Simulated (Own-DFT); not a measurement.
Hf36O71 (tetragonal hafnia with one neutral oxygen vacancy, atoms displaced) (calculated)

A calculation, not a measurement: plane-wave PBE and HSE06 DFT by an unreviewed code, no spin, of a simulated cell at Gamma alone, so results move with cell size and shape, stress positive in tension, energies less offsets, not probed for a lower state with spin; hafnium file: forces about 75 meV/angstrom off all-electron values; oxygen file: force components 24 meV/angstrom off all-electron in a glass; k mesh not checked against a denser one; forces and stress are PBE's, HSE06 gives the energy alone, and its difference from PBE has offsets of its own; offsets are fitted by least squares, one for each functional and potential file, so energies compare only between cells with the same atoms and settings and are not formation energies; the far tail of each file's local potential was reset to the Coulomb form; each entry is a single point on an unrelaxed cell, so the pressure reflects the starting lattice, taken from the Materials Project, from which strain is counted, and rises with the displacements; printed positions are rounded, which can move forces by about a meV/angstrom; the program is a retired in-house code; no spin-orbit coupling. Program: Own-DFT development build.

Common to all runs: first functional PBE; second functional HSE06; exact exchange share 0.25; screening 0.11 1/bohr; exchange divergence Gygi-Baldereschi; potential files PseudoDojo norm-conserving, scalar-relativistic, made for PBE, standard set; wave cutoff 48 hartree; occupations fixed; k mesh 1 x 1 x 1 centred on Gamma.

(1) 
```cif
# cell vector a (Å): 10.7800 0.0000 0.0000
# cell vector b (Å): 0.0000 10.7800 0.0000
# cell vector c (Å): 0.0000 0.0000 10.4493
data_Hf36O71
_symmetry_space_group_name_H-M 'P 1'
_symmetry_Int_Tables_number 1
_cell_length_a 10.7800
_cell_length_b 10.7800
_cell_length_c 10.4493
_cell_angle_alpha 90.000
_cell_angle_beta 90.000
_cell_angle_gamma 90.000
_cell_volume 1214.30
loop_
_atom_site_label
_atom_site_type_symbol
_atom_site_fract_x
_atom_site_fract_y
_atom_site_fract_z
_atom_site_occupancy
Hf1 Hf 0.00540 0.00681 0.00726 1
Hf2 Hf 0.16213 0.17622 0.25351 1
O1 O 0.00583 0.17684 0.15111 1
O2 O 0.16227 0.00121 0.35147 1
O3 O 0.99770 0.16518 0.39654 1
O4 O 0.15950 0.99222 0.10389 1
Hf3 Hf 0.99532 0.00084 0.50707 1
Hf4 Hf 0.16589 0.16450 0.74686 1
O5 O 0.00218 0.16385 0.64792 1
O6 O 0.16795 0.00413 0.83645 1
O7 O 0.00313 0.16320 0.90751 1
O8 O 0.17109 0.99589 0.59962 1
Hf5 Hf 0.99589 0.33805 0.99515 1
Hf6 Hf 0.16343 0.49548 0.24281 1
O9 O 0.99700 0.50542 0.15234 1
O10 O 0.99622 0.49965 0.40508 1
O11 O 0.16660 0.33341 0.10055 1
Hf7 Hf 0.00262 0.33181 0.50526 1
Hf8 Hf 0.16148 0.49715 0.75461 1
O12 O 0.00876 0.49752 0.65907 1
O13 O 0.16753 0.32936 0.85205 1
O14 O 0.99896 0.49712 0.90026 1
O15 O 0.17322 0.32802 0.60378 1
Hf9 Hf 0.00412 0.66528 0.00360 1
Hf10 Hf 0.16548 0.83474 0.25402 1
O16 O 0.99756 0.83618 0.15801 1
O17 O 0.17085 0.65412 0.35711 1
O18 O 0.00212 0.83075 0.40787 1
O19 O 0.15683 0.66827 0.09888 1
Hf11 Hf 0.01013 0.66365 0.50044 1
Hf12 Hf 0.16856 0.83928 0.75751 1
O20 O 0.00519 0.83514 0.65580 1
O21 O 0.17393 0.65512 0.85010 1
O22 O 0.99672 0.82545 0.90358 1
O23 O 0.16842 0.67160 0.59157 1
Hf13 Hf 0.34701 0.00324 0.00002 1
Hf14 Hf 0.50208 0.16005 0.24773 1
O24 O 0.33111 0.16106 0.15533 1
O25 O 0.50474 0.00421 0.34612 1
O26 O 0.33800 0.16049 0.39876 1
O27 O 0.50897 0.99247 0.09370 1
Hf15 Hf 0.33503 0.00427 0.50077 1
Hf16 Hf 0.49597 0.16252 0.74759 1
O28 O 0.33089 0.17032 0.64952 1
O29 O 0.49591 0.99627 0.84425 1
O30 O 0.34000 0.15879 0.90744 1
O31 O 0.50643 0.00824 0.60028 1
Hf17 Hf 0.33012 0.33594 0.99625 1
Hf18 Hf 0.50202 0.49419 0.25785 1
O32 O 0.33266 0.49633 0.15532 1
O33 O 0.50103 0.32814 0.34507 1
O34 O 0.33094 0.50571 0.40042 1
O35 O 0.50423 0.33751 0.09804 1
Hf19 Hf 0.32735 0.33339 0.49444 1
Hf20 Hf 0.49795 0.49585 0.74306 1
O36 O 0.33168 0.49618 0.65254 1
O37 O 0.49061 0.33450 0.84471 1
O38 O 0.32378 0.50994 0.90796 1
O39 O 0.50656 0.34237 0.60323 1
Hf21 Hf 0.33738 0.66862 0.00119 1
Hf22 Hf 0.50256 0.83378 0.25011 1
O40 O 0.33110 0.83939 0.15115 1
O41 O 0.49532 0.66933 0.35158 1
O42 O 0.33499 0.83255 0.40106 1
O43 O 0.50229 0.66592 0.09523 1
Hf23 Hf 0.33620 0.66934 0.50071 1
Hf24 Hf 0.50096 0.82820 0.75908 1
O44 O 0.33221 0.83152 0.65372 1
O45 O 0.49147 0.66374 0.85393 1
O46 O 0.33591 0.83308 0.90505 1
O47 O 0.50367 0.66814 0.59736 1
Hf25 Hf 0.66922 0.00771 0.99710 1
Hf26 Hf 0.83391 0.16626 0.24503 1
O48 O 0.67040 0.16198 0.15139 1
O49 O 0.82736 0.00470 0.34209 1
O50 O 0.66573 0.16753 0.40316 1
O51 O 0.82875 0.00173 0.09445 1
Hf27 Hf 0.67018 0.99027 0.50517 1
Hf28 Hf 0.83199 0.16746 0.75123 1
O52 O 0.66211 0.16273 0.65789 1
O53 O 0.83719 0.00692 0.84416 1
O54 O 0.67629 0.16145 0.89406 1
O55 O 0.82796 0.00518 0.59419 1
Hf29 Hf 0.66039 0.33414 0.99879 1
Hf30 Hf 0.84118 0.50412 0.24657 1
O56 O 0.66559 0.49834 0.15372 1
O57 O 0.83994 0.33665 0.34478 1
O58 O 0.66547 0.50465 0.39527 1
O59 O 0.83275 0.33726 0.09339 1
Hf31 Hf 0.66896 0.32630 0.49755 1
Hf32 Hf 0.82566 0.50186 0.75051 1
O60 O 0.67191 0.49763 0.65251 1
O61 O 0.82952 0.33397 0.84980 1
O62 O 0.66640 0.50309 0.89890 1
O63 O 0.83441 0.33145 0.58945 1
Hf33 Hf 0.66172 0.67009 0.00021 1
Hf34 Hf 0.83615 0.82959 0.25218 1
O64 O 0.66446 0.83699 0.15163 1
O65 O 0.83506 0.66685 0.35173 1
O66 O 0.66572 0.82153 0.39702 1
O67 O 0.83147 0.66696 0.09807 1
Hf35 Hf 0.66653 0.66509 0.49688 1
Hf36 Hf 0.83823 0.83778 0.75150 1
O68 O 0.66884 0.83536 0.65291 1
O69 O 0.83706 0.66505 0.84608 1
O70 O 0.66298 0.83812 0.89750 1
O71 O 0.82961 0.66687 0.60326 1
_calc_PBE_energy_of_cell_above_offsets '-97.988'  # eV
_calc_HSE06_less_PBE_above_offsets '0.007'  # eV
_calc_PBE_pressure 1.93  # GPa
_calc_PBE_stress_xx -2.27  # GPa
_calc_PBE_stress_yy -1.1  # GPa
_calc_PBE_stress_zz -2.42  # GPa
_calc_PBE_stress_yz 0.84  # GPa
_calc_PBE_stress_xz -0.64  # GPa
_calc_PBE_stress_xy 0.06  # GPa
```

Force:
```tsv
element	x (eV/Å)	y (eV/Å)	z (eV/Å)
Hf	-1.136	-1.595	-0.309
Hf	0.662	-1.144	0.426
O	-1.17	-0.686	-0.156
O	0.223	0.256	-0.278
O	0.602	0.51	0.833
O	1.453	0.356	-0.744
Hf	1.872	-0.351	-1.351
Hf	0.047	0.818	-0.253
O	-0.333	0.026	0.326
O	-0.18	-0.401	2.063
O	-0.067	1.333	-0.858
O	-0.643	0.479	-0.33
Hf	-0.017	-1.158	0.48
Hf	1.221	0.547	1.422
O	1.242	-0.565	-0.871
O	0.638	-0.911	-0.126
O	-0.181	0.339	0.196
Hf	-0.313	0.21	-1.056
Hf	1.981	0.16	0.254
O	-2.174	-0.226	-1.362
O	0.381	-0.227	0.066
O	0.31	0.5	0.448
O	-1.197	0.08	-1.187
Hf	-1.886	0.05	-1.335
Hf	0.354	0.103	0.281
O	0.037	-0.234	-0.049
O	-0.798	1.459	-1.609
O	-0.263	0.624	-0.141
O	2.478	0.012	0.947
Hf	-1.351	0.199	0.226
Hf	0.329	-2.084	-1.133
O	-0.847	0.604	0.005
O	-0.933	2.667	-0.13
O	0.624	1.798	0.208
O	0.358	-0.185	1.346
Hf	-1.488	-1.729	1.223
Hf	-0.186	1.056	0.299
O	0.374	-0.006	-0.373
O	0.022	-1.544	0.214
O	-0.595	1.546	0.301
O	-1.05	0.935	0.461
Hf	-0.126	-1.425	0.089
Hf	0.148	0.28	-0.297
O	0.675	-0.39	0.105
O	-0.141	0.805	0.668
O	-0.197	2.007	-0.81
O	-1.319	-0.364	-0.553
Hf	0.496	0.631	0.406
Hf	0.237	0.941	-0.536
O	-0.009	0.102	-0.253
O	-0.238	-0.051	0.484
O	0.381	-2.257	0.438
O	-1.359	-0.617	-0.344
Hf	1.409	0.683	0.425
Hf	0.339	0.368	-0.131
O	-0.177	0.208	0.029
O	0.195	-0.441	0.77
O	0.818	-2.885	0.032
O	-0.733	-0.647	-1.166
Hf	-0.915	0.182	0.404
Hf	-0.465	-0.497	0.182
O	0.48	-0.457	0.485
O	0.027	-0.559	-0.759
O	-0.207	1.029	0.209
O	-0.572	0.295	0.883
Hf	-0.223	0.135	-0.113
Hf	-0.092	-0.351	-1.431
O	0.811	0.161	0.527
O	0.541	0.046	-0.492
O	-0.398	0.591	-0.256
O	-0.166	-0.278	0.758
Hf	0.824	-1.53	0.027
Hf	0.503	0.884	0.78
O	-1.035	0.489	-0.631
O	0.284	-1.292	0.651
O	0.256	-0.699	0.026
O	1.699	0.29	0.052
Hf	-1.593	0.35	-1.447
Hf	-0.583	0.641	-0.245
O	1.133	0.706	-0.596
O	0.207	-1.288	-0.025
O	-1.186	1.651	0.767
O	1.472	-0.207	0.852
Hf	1.437	0.84	-0.168
Hf	-2.611	-0.337	1.15
O	0.278	0.043	-0.344
O	-0.456	-0.594	-0.408
O	-0.379	-1.228	0.812
O	-0.346	-0.256	-0.041
Hf	-0.427	1.32	-0.239
Hf	1.185	0.91	0.182
O	-1.334	0.041	-0.402
O	0.521	-0.376	-0.638
O	-0.199	-0.498	0.328
O	0.124	-0.326	1.019
Hf	1.262	-0.15	-0.057
Hf	-1.02	0.087	-0.203
O	0.875	-0.618	0.084
O	0.335	-0.084	-0.555
O	0.048	2.183	0.343
O	0.039	0.173	0.054
Hf	0.717	-0.789	0.686
Hf	-0.203	-1.694	0.262
O	-0.222	0.477	-0.139
O	-0.526	0.586	0.106
O	0.216	-0.52	0.474
O	1.085	-0.043	-0.64
```

(2) 
```cif
# cell vector a (Å): 10.7800 0.0000 0.0000
# cell vector b (Å): 0.0000 10.7800 0.0000
# cell vector c (Å): 0.0000 0.0000 10.4493
data_Hf36O71
_symmetry_space_group_name_H-M 'P 1'
_symmetry_Int_Tables_number 1
_cell_length_a 10.7800
_cell_length_b 10.7800
_cell_length_c 10.4493
_cell_angle_alpha 90.000
_cell_angle_beta 90.000
_cell_angle_gamma 90.000
_cell_volume 1214.30
loop_
_atom_site_label
_atom_site_type_symbol
_atom_site_fract_x
_atom_site_fract_y
_atom_site_fract_z
_atom_site_occupancy
Hf1 Hf 0.99518 0.99083 0.99957 1
Hf2 Hf 0.16228 0.17050 0.25384 1
O1 O 0.99953 0.15056 0.15346 1
O2 O 0.17456 0.01097 0.34000 1
O3 O 0.99594 0.18112 0.39314 1
O4 O 0.16862 0.00591 0.10409 1
Hf3 Hf 0.00338 0.99464 0.48941 1
Hf4 Hf 0.15680 0.16763 0.75436 1
O5 O 0.00439 0.15918 0.65582 1
O6 O 0.17092 0.00433 0.86621 1
O7 O 0.99942 0.17420 0.92178 1
O8 O 0.17130 0.01477 0.59047 1
Hf5 Hf 0.99315 0.32466 0.00041 1
Hf6 Hf 0.15582 0.50223 0.25622 1
O9 O 0.00337 0.49746 0.15143 1
O10 O 0.15138 0.33233 0.34810 1
O11 O 0.00676 0.48686 0.40772 1
O12 O 0.14451 0.32455 0.09093 1
Hf7 Hf 0.99208 0.33506 0.49917 1
Hf8 Hf 0.17340 0.50215 0.74589 1
O13 O 0.00696 0.49763 0.64809 1
O14 O 0.16224 0.31681 0.84186 1
O15 O 0.98773 0.50360 0.90374 1
O16 O 0.17175 0.32673 0.60152 1
Hf9 Hf 0.00781 0.67623 0.00865 1
Hf10 Hf 0.17367 0.82424 0.24235 1
O17 O 0.00794 0.83265 0.14925 1
O18 O 0.15624 0.66102 0.35712 1
O19 O 0.99965 0.82947 0.40753 1
O20 O 0.16951 0.66866 0.10499 1
Hf11 Hf 0.00130 0.66127 0.49535 1
Hf12 Hf 0.17442 0.83217 0.74380 1
O21 O 0.00130 0.83797 0.64955 1
O22 O 0.15444 0.66754 0.85574 1
O23 O 0.99120 0.82171 0.91040 1
O24 O 0.17077 0.65118 0.60705 1
Hf13 Hf 0.33547 0.99850 0.00809 1
Hf14 Hf 0.48913 0.16087 0.25890 1
O25 O 0.34172 0.15609 0.14789 1
O26 O 0.50339 0.99873 0.35571 1
O27 O 0.34061 0.16099 0.39928 1
O28 O 0.50376 0.00190 0.09110 1
Hf15 Hf 0.33305 0.00698 0.49838 1
Hf16 Hf 0.50434 0.16931 0.74240 1
O29 O 0.32975 0.18468 0.64876 1
O30 O 0.50783 0.01696 0.84574 1
O31 O 0.32946 0.17530 0.89991 1
O32 O 0.49866 0.00015 0.60530 1
Hf17 Hf 0.34161 0.33239 0.99900 1
Hf18 Hf 0.49300 0.48863 0.25745 1
O33 O 0.32902 0.49274 0.16435 1
O34 O 0.49642 0.32782 0.36138 1
O35 O 0.33301 0.50369 0.39767 1
O36 O 0.49658 0.33151 0.09468 1
Hf19 Hf 0.33659 0.32865 0.50488 1
Hf20 Hf 0.50685 0.49671 0.75196 1
O37 O 0.33382 0.50212 0.65133 1
O38 O 0.49808 0.33850 0.84085 1
O39 O 0.34252 0.50037 0.91038 1
O40 O 0.49942 0.32487 0.60213 1
Hf21 Hf 0.34031 0.66100 0.99277 1
Hf22 Hf 0.50778 0.83336 0.24641 1
O41 O 0.34199 0.84279 0.14438 1
O42 O 0.48862 0.66030 0.35968 1
O43 O 0.34844 0.83448 0.39663 1
O44 O 0.49699 0.66739 0.09649 1
Hf23 Hf 0.31939 0.66064 0.50476 1
Hf24 Hf 0.50670 0.82574 0.75274 1
O45 O 0.32394 0.83336 0.63716 1
O46 O 0.50066 0.66893 0.85402 1
O47 O 0.33841 0.82521 0.90404 1
O48 O 0.50036 0.66533 0.61375 1
Hf25 Hf 0.66799 0.99989 0.99898 1
Hf26 Hf 0.83243 0.17521 0.25950 1
O49 O 0.65989 0.15370 0.16076 1
O50 O 0.83704 0.00083 0.34150 1
O51 O 0.66840 0.16814 0.40906 1
O52 O 0.82410 0.01088 0.09153 1
Hf27 Hf 0.65980 0.99614 0.50282 1
Hf28 Hf 0.82393 0.16887 0.74431 1
O53 O 0.66492 0.17204 0.66253 1
O54 O 0.82754 0.01145 0.85136 1
O55 O 0.68250 0.16936 0.90431 1
O56 O 0.82468 0.99519 0.60135 1
Hf29 Hf 0.64836 0.33596 0.99935 1
Hf30 Hf 0.82789 0.49629 0.24102 1
O57 O 0.66339 0.51006 0.15592 1
O58 O 0.82723 0.33955 0.35245 1
O59 O 0.67197 0.49693 0.40957 1
O60 O 0.83413 0.33508 0.08290 1
Hf31 Hf 0.64858 0.35082 0.49985 1
Hf32 Hf 0.82601 0.50816 0.74868 1
O61 O 0.67917 0.49592 0.63776 1
O62 O 0.83420 0.33393 0.85412 1
O63 O 0.66973 0.49039 0.90118 1
O64 O 0.82450 0.33924 0.58499 1
Hf33 Hf 0.67261 0.67151 0.98136 1
Hf34 Hf 0.83550 0.84058 0.25846 1
O65 O 0.82983 0.65931 0.33999 1
O66 O 0.66876 0.83501 0.41086 1
O67 O 0.82904 0.66036 0.10237 1
Hf35 Hf 0.66470 0.66757 0.50749 1
Hf36 Hf 0.85135 0.83283 0.74908 1
O68 O 0.66305 0.82767 0.66407 1
O69 O 0.82834 0.66341 0.84349 1
O70 O 0.67058 0.81674 0.87978 1
O71 O 0.82594 0.66400 0.59061 1
_calc_PBE_energy_of_cell_above_offsets '-87.579'  # eV
_calc_HSE06_less_PBE_above_offsets '0.539'  # eV
_calc_PBE_pressure 5.14  # GPa
_calc_PBE_stress_xx -4.65  # GPa
_calc_PBE_stress_yy -5.2  # GPa
_calc_PBE_stress_zz -5.58  # GPa
_calc_PBE_stress_yz 0.58  # GPa
_calc_PBE_stress_xz 0.31  # GPa
_calc_PBE_stress_xy -0.15  # GPa
```

Force:
```tsv
element	x (eV/Å)	y (eV/Å)	z (eV/Å)
Hf	0.935	3.679	1.311
Hf	-0.961	0.686	-2.911
O	-1.078	0.129	1.323
O	-0.964	-3.073	1.807
O	-0.298	-3.159	0.755
O	-0.186	-1.291	-0.596
Hf	-0.301	2.938	1.384
Hf	1.998	-1.219	-0.411
O	-2.769	-0.003	-0.845
O	-0.742	-2.218	-2.118
O	0.118	-5.92	-3.257
O	-1.127	-1.392	0.204
Hf	-0.689	4.462	-1.409
Hf	0.59	-2.392	-0.929
O	-0.922	1.028	1.019
O	2.036	0.41	-0.095
O	-0.331	4.014	-1.206
O	5.603	0.031	1.959
Hf	0.676	-1.14	2.23
Hf	-3.018	-2.21	1.413
O	-1.103	0.678	0.507
O	0.339	5.328	0.965
O	0.917	0.542	0.206
O	-1.04	1.15	-1.173
Hf	-1.319	-5.577	0.531
Hf	1.517	1.988	-0.036
O	-1.275	0.435	0.877
O	0.36	1.736	0.378
O	0.085	0.15	-0.888
O	1.292	0.391	0.587
Hf	-0.978	-2.221	0.62
Hf	0.337	0.737	1.941
O	2.352	-0.293	-0.569
O	1.345	0.375	-1.17
O	-0.925	3.203	-2.763
O	-2.33	1.427	0.23
Hf	-1.341	1.084	-1.171
Hf	2.644	-0.663	-0.56
O	-1.307	1.02	0.397
O	0.225	-0.399	-0.915
O	-0.336	2.052	-0.13
O	0.36	-1.291	1.187
Hf	0.563	-1.944	0.138
Hf	-2.593	-0.642	1.128
O	1.144	-1.566	0.158
O	-0.157	-2.844	0.543
O	1.119	-0.88	0.777
O	-0.346	0.169	-0.519
Hf	-4.208	-1.51	-0.229
Hf	0.123	2.807	-0.196
O	-0.081	-0.391	-1.043
O	-0.107	0.677	-1.117
O	-0.473	-1.317	1.464
O	-0.384	0.354	2.129
Hf	-2.081	-0.134	0.303
Hf	-0.228	1.878	-0.909
O	1.595	-0.372	0.242
O	0.269	-1.057	1.556
O	-0.477	-1.039	-1.778
O	-0.762	1.701	0.676
Hf	-0.114	1.597	2.253
Hf	-0.909	-1.147	0.649
O	-0.881	-0.393	1.132
O	1.693	0.285	-1.368
O	-1.85	-0.351	0.247
O	0.854	0.534	0.225
Hf	4.18	1.015	-1.9
Hf	-1.186	1.834	-0.233
O	0.437	-0.277	1.191
O	0.008	-2.118	-0.169
O	-0.355	1.189	-1.444
O	-0.39	-0.117	-0.665
Hf	-0.494	1.164	-0.921
Hf	-0.489	-0.086	-1.656
O	-0.043	1.21	0.171
O	0.625	0.35	1.316
O	0.08	-0.387	0.567
O	1.767	-2.016	0.944
Hf	0.074	1.902	0.244
Hf	1.991	1.666	1.858
O	-0.114	-0.348	-1.837
O	1.366	-3.054	-0.755
O	-1.586	0.901	0.752
O	1.311	-0.278	-0.817
Hf	5.27	-1.999	-0.55
Hf	0.482	0.285	-0.563
O	-1.391	-1.607	-0.031
O	0.269	-0.205	-1.463
O	-1.027	3.13	-2.271
O	-3.426	-0.007	3.46
Hf	3.878	-4.529	0.079
Hf	3.945	-3.77	1.207
O	-3.873	0.668	1.744
O	-0.304	0.221	-3.213
O	-0.909	2.152	-1.39
O	0.704	-0.958	1.23
Hf	0.037	-2.165	3.484
Hf	-0.978	-2.28	-1.912
O	0.909	1.382	1.125
O	0.294	-0.878	-1.232
O	0.52	1.351	-1.572
Hf	-1.735	-0.105	-1.306
Hf	-3.938	1.217	0.991
O	1.807	0.08	-2.271
O	-0.169	1.418	-0.082
O	-0.406	3.695	1.888
O	2.776	0.722	0.863
```

(3) 
```cif
# cell vector a (Å): 10.7800 0.0000 0.0000
# cell vector b (Å): 0.0000 10.7800 0.0000
# cell vector c (Å): 0.0000 0.0000 10.4493
data_Hf36O71
_symmetry_space_group_name_H-M 'P 1'
_symmetry_Int_Tables_number 1
_cell_length_a 10.7800
_cell_length_b 10.7800
_cell_length_c 10.4493
_cell_angle_alpha 90.000
_cell_angle_beta 90.000
_cell_angle_gamma 90.000
_cell_volume 1214.30
loop_
_atom_site_label
_atom_site_type_symbol
_atom_site_fract_x
_atom_site_fract_y
_atom_site_fract_z
_atom_site_occupancy
Hf1 Hf 0.00202 0.99502 0.00141 1
Hf2 Hf 0.16250 0.16985 0.24064 1
O1 O 0.00052 0.16661 0.15129 1
O2 O 0.16626 0.99793 0.34608 1
O3 O 0.99208 0.16831 0.39977 1
O4 O 0.16894 0.99661 0.09740 1
Hf3 Hf 0.99931 0.00355 0.50053 1
Hf4 Hf 0.16891 0.17411 0.75430 1
O5 O 0.00198 0.17190 0.65427 1
O6 O 0.16542 0.99865 0.84928 1
O7 O 0.99592 0.16776 0.90263 1
O8 O 0.16801 0.99894 0.60034 1
Hf5 Hf 0.00164 0.32927 0.99886 1
Hf6 Hf 0.16915 0.49492 0.24871 1
O9 O 0.99726 0.50024 0.15416 1
O10 O 0.16847 0.32929 0.34653 1
O11 O 0.00047 0.49889 0.39828 1
O12 O 0.16277 0.32881 0.10213 1
Hf7 Hf 0.00597 0.33213 0.49363 1
Hf8 Hf 0.16702 0.50374 0.74462 1
O13 O 0.00303 0.50153 0.65451 1
O14 O 0.16673 0.33191 0.85148 1
O15 O 0.99981 0.49784 0.90659 1
O16 O 0.16393 0.33508 0.59659 1
Hf9 Hf 0.99770 0.67391 0.99769 1
Hf10 Hf 0.16787 0.83674 0.24899 1
O17 O 0.00132 0.83301 0.15056 1
O18 O 0.16780 0.66147 0.34498 1
O19 O 0.00003 0.83781 0.40151 1
O20 O 0.16825 0.66390 0.09457 1
Hf11 Hf 0.00210 0.67248 0.50089 1
Hf12 Hf 0.16542 0.82750 0.74945 1
O21 O 0.16294 0.66593 0.85340 1
O22 O 0.99717 0.83317 0.90442 1
O23 O 0.16854 0.67101 0.60152 1
Hf13 Hf 0.32886 0.99843 0.00248 1
Hf14 Hf 0.49881 0.16251 0.25161 1
O24 O 0.33200 0.16873 0.15360 1
O25 O 0.49840 0.99765 0.34412 1
O26 O 0.33222 0.16528 0.40298 1
O27 O 0.50099 0.99994 0.09670 1
Hf15 Hf 0.33028 0.99822 0.49647 1
Hf16 Hf 0.49929 0.16642 0.74375 1
O28 O 0.33410 0.16451 0.64469 1
O29 O 0.49774 0.99932 0.84564 1
O30 O 0.33710 0.16449 0.90490 1
O31 O 0.50315 0.99685 0.60069 1
Hf17 Hf 0.33415 0.33614 0.99790 1
Hf18 Hf 0.50323 0.50154 0.25039 1
O32 O 0.33456 0.50554 0.14705 1
O33 O 0.50162 0.32797 0.34166 1
O34 O 0.33036 0.49681 0.39999 1
O35 O 0.50024 0.33730 0.09659 1
Hf19 Hf 0.33246 0.33645 0.49903 1
Hf20 Hf 0.49915 0.50036 0.74650 1
O36 O 0.33354 0.49964 0.65473 1
O37 O 0.50071 0.33254 0.84787 1
O38 O 0.32762 0.50097 0.90022 1
O39 O 0.50305 0.33074 0.59596 1
Hf21 Hf 0.33297 0.67135 0.00443 1
Hf22 Hf 0.49907 0.83086 0.25487 1
O40 O 0.33492 0.83015 0.15316 1
O41 O 0.49780 0.66948 0.34425 1
O42 O 0.33423 0.83110 0.40051 1
O43 O 0.50341 0.66245 0.09715 1
Hf23 Hf 0.33866 0.66263 0.50389 1
Hf24 Hf 0.49765 0.83122 0.75471 1
O44 O 0.33387 0.83080 0.64991 1
O45 O 0.49797 0.66642 0.84676 1
O46 O 0.32935 0.83475 0.90009 1
O47 O 0.50401 0.66118 0.60404 1
Hf25 Hf 0.66421 0.00037 0.99636 1
Hf26 Hf 0.83215 0.16373 0.24608 1
O48 O 0.66348 0.16699 0.15190 1
O49 O 0.83198 0.00055 0.35145 1
O50 O 0.66365 0.16816 0.40600 1
O51 O 0.83365 0.99775 0.09547 1
Hf27 Hf 0.67072 0.99956 0.50604 1
Hf28 Hf 0.83473 0.16885 0.75078 1
O52 O 0.67109 0.16519 0.65321 1
O53 O 0.83431 0.00533 0.85060 1
O54 O 0.66529 0.16328 0.89967 1
O55 O 0.83173 0.00145 0.59361 1
Hf29 Hf 0.66251 0.33515 0.99677 1
Hf30 Hf 0.83629 0.50102 0.25023 1
O56 O 0.67163 0.50171 0.15237 1
O57 O 0.82974 0.33107 0.34545 1
O58 O 0.66160 0.49976 0.40397 1
O59 O 0.82890 0.33229 0.10226 1
Hf31 Hf 0.66786 0.33352 0.49906 1
Hf32 Hf 0.83427 0.50264 0.75001 1
O60 O 0.66805 0.49901 0.65037 1
O61 O 0.83297 0.33302 0.84819 1
O62 O 0.66182 0.49567 0.90010 1
O63 O 0.83340 0.33829 0.59768 1
Hf33 Hf 0.67038 0.67135 0.99760 1
Hf34 Hf 0.83071 0.83444 0.24885 1
O64 O 0.66694 0.83532 0.15232 1
O65 O 0.83682 0.66942 0.34907 1
O66 O 0.66248 0.83244 0.40485 1
O67 O 0.83299 0.66572 0.09419 1
Hf35 Hf 0.66717 0.66511 0.49978 1
Hf36 Hf 0.83559 0.83753 0.74882 1
O68 O 0.66729 0.83901 0.65532 1
O69 O 0.83126 0.66768 0.84264 1
O70 O 0.66853 0.83719 0.90634 1
O71 O 0.82811 0.66433 0.59661 1
_calc_PBE_energy_of_cell_above_offsets '-100.759'  # eV
_calc_HSE06_less_PBE_above_offsets '-0.125'  # eV
_calc_PBE_pressure 0.76  # GPa
_calc_PBE_stress_xx -0.36  # GPa
_calc_PBE_stress_yy -0.53  # GPa
_calc_PBE_stress_zz -1.38  # GPa
_calc_PBE_stress_yz 0.12  # GPa
_calc_PBE_stress_xz -0.35  # GPa
_calc_PBE_stress_xy -0.05  # GPa
```

Force:
```tsv
element	x (eV/Å)	y (eV/Å)	z (eV/Å)
Hf	-0.63	1.233	-0.472
Hf	1.271	-0.478	1.269
O	-0.56	-0.436	-0.461
O	-0.02	0.782	0.036
O	0.636	-0.398	0.028
O	-0.769	0.012	0.588
Hf	0.521	0.182	-0.157
Hf	-0.029	-1.776	-0.616
O	0.171	-0.373	-0.298
O	-0.243	0.256	-0.204
O	0.588	-0.688	0.144
O	-0.863	-0.563	-0.47
Hf	-1.598	1.076	0.366
Hf	-0.717	1.031	-0.513
O	0.859	-0.05	-0.028
O	-0.189	0.174	0.418
O	0.106	0.121	0.847
O	0.86	0.311	-0.357
Hf	-1.923	0.418	0.528
Hf	-0.498	-0.271	1.851
O	-0.378	0.413	-0.372
O	0.108	0.718	-0.231
O	-0.152	0.521	-0.29
O	1.145	0.155	0.326
Hf	0.894	-2.444	0.797
Hf	0.1	-1.293	0.466
O	-0.202	0.038	0.043
O	-0.174	0.917	0.32
O	0.224	-0.466	0.876
O	-0.825	0.419	0.223
Hf	-0.646	-0.852	-0.725
Hf	0.42	1.002	-0.057
O	-0.093	0.331	-1.045
O	-0.114	0.513	-1.286
O	-0.143	0.002	-0.213
Hf	1.736	0.44	-0.811
Hf	0.246	0.03	-0.368
O	-0.133	-0.184	-0.295
O	-0.183	-0.005	0.571
O	0.053	0.283	0.071
O	-0.774	-0.082	-0.204
Hf	0.763	0.439	0.549
Hf	0.43	-0.509	0.526
O	-0.512	0.462	1.024
O	0.109	-0.143	0.078
O	-0.503	0.447	-0.323
O	-0.807	0.333	-0.658
Hf	0.416	-0.015	0.244
Hf	0.431	-0.818	-1.054
O	-0.121	-0.599	0.712
O	-0.398	1.32	0.513
O	0.429	0.546	0.313
O	-0.477	0.164	-0.213
Hf	0.561	-1.886	-0.196
Hf	1.311	-0.28	1.095
O	-0.188	0.017	-1.187
O	-0.515	-0.001	-0.475
O	0.273	0.114	0.078
O	-0.943	0.306	0.064
Hf	0.343	-1.075	-0.33
Hf	0.524	1.064	-0.974
O	-0.244	0.067	-0.345
O	-0.197	-1.293	1.209
O	-0.18	-0.403	0.354
O	0.026	0.359	-0.131
Hf	-0.336	1.038	-0.73
Hf	0.13	1.107	-0.77
O	0.001	-0.339	0.326
O	0.112	-0.092	0.296
O	0.159	-0.277	0.205
O	-0.555	0.164	-0.847
Hf	-0.167	1.013	0.774
Hf	-0.857	0.962	0.254
O	0.311	-0.35	0.161
O	-0.089	-0.485	-0.651
O	0.054	-0.874	-0.15
O	0.187	0.074	0.366
Hf	-1.595	0.303	-0.993
Hf	-0.022	0.652	0.264
O	-0.52	0.031	-0.1
O	0.28	-1.239	-0.766
O	-0.071	0.738	0.112
O	1.814	-0.564	1.257
Hf	0.731	-0.783	0.551
Hf	-0.02	-0.879	-0.053
O	-0.754	0.131	0.237
O	0.016	0.38	0.085
O	-0.158	0.505	-0.391
O	0.774	-0.261	-0.935
Hf	0.794	-0.273	-0.052
Hf	-0.081	-1.302	-0.281
O	-0.322	0.082	0.395
O	-0.043	0.291	-0.128
O	0.318	1.492	-0.062
O	0.65	-0.148	-0.387
Hf	-0.825	-1.183	0.367
Hf	-0.03	0.271	0.262
O	-0.067	-0.417	0.27
O	-0.228	-0.014	-0.183
O	0.237	-0.064	-0.098
O	0.147	0.507	0.188
Hf	0.112	0.017	0.013
Hf	-0.371	0.156	-0.064
O	0.255	-0.406	0.368
O	0.032	0.655	0.456
O	-0.065	-0.822	-0.746
O	1.453	0.569	0.007
```
